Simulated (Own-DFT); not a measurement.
# What a defect does to the pressure of its cell: L1_0 TiAl

No measurement is shown. These are fixed-geometry runs of a retired plane-wave code named Own-DFT, which no person has reviewed; spin and spin-orbit coupling are neglected.

Method: PBE; PseudoDojo norm-conserving scalar-relativistic files; cutoff 42 hartree; 4 x 4 x 4 k mesh centred on Gamma; cold (Marzari-Vanderbilt) smearing of 0.2 eV.

Keep in mind: forces on such cells failed a check on a denser k mesh; stress not checked against mesh or cutoff.

All runs share one cell, with vectors in Å (5.622, 5.622, 0.000); (-5.622, 5.622, 0.000); (0.000, 0.000, 8.133) and a volume of 514.0 Å³. Atoms were moved at random from their sites; u is the rms move along one axis. The defect's site can differ from row to row.

| cell | formula | u (Å) | P (GPa) |
|---|---|---|---|
| no defect | Al16Ti16 | 0.0171 | 1.16 |
| no defect | Al16Ti16 | 0.0448 | 1.50 |
| no defect | Al16Ti16 | 0.0503 | 1.80 |
| one Ti vacancy | Al16Ti15 | 0.0290 | 0.65 |
| one Ti vacancy | Al16Ti15 | 0.0308 | 0.58 |
| one Ti vacancy | Al16Ti15 | 0.0308 | ? |
| one Ti vacancy | Al16Ti15 | 0.0313 | 0.60 |
| two Al vacancies | Al14Ti16 | 0.0298 | -0.56 |
| two Al vacancies | Al14Ti16 | 0.0518 | -0.36 |
| two Al vacancies | Al14Ti16 | 0.0522 | -0.16 |

## Fit

P = P0 + c u² + a shift for each defect gives P0 = 1.14 GPa, c = 219 ± 45 GPa/Å² and a scatter of 0.10 GPa. The shifts, and each times the cell's volume:

- one Ti vacancy: -0.73 ± 0.09 GPa, -2.3 eV
- two Al vacancies: -1.95 ± 0.08 GPa, -6.3 eV (-3.1 eV for each of its 2 sites)

A positive shift means that the defect pushes the cell outwards. Shift times volume (160.2 GPa Å³ is 1 eV) depends little on the cell's size, so, taken for each site, it can be compared between cells at like pressure. The atoms around the defects weren't relaxed, which would change these numbers.

## Prediction

Question: what pressure belongs in the blank (one Ti vacancy, u = 0.0308 Å)?

The fit gives 0.61 ± 0.12 GPa. Computed: 0.58 GPa.
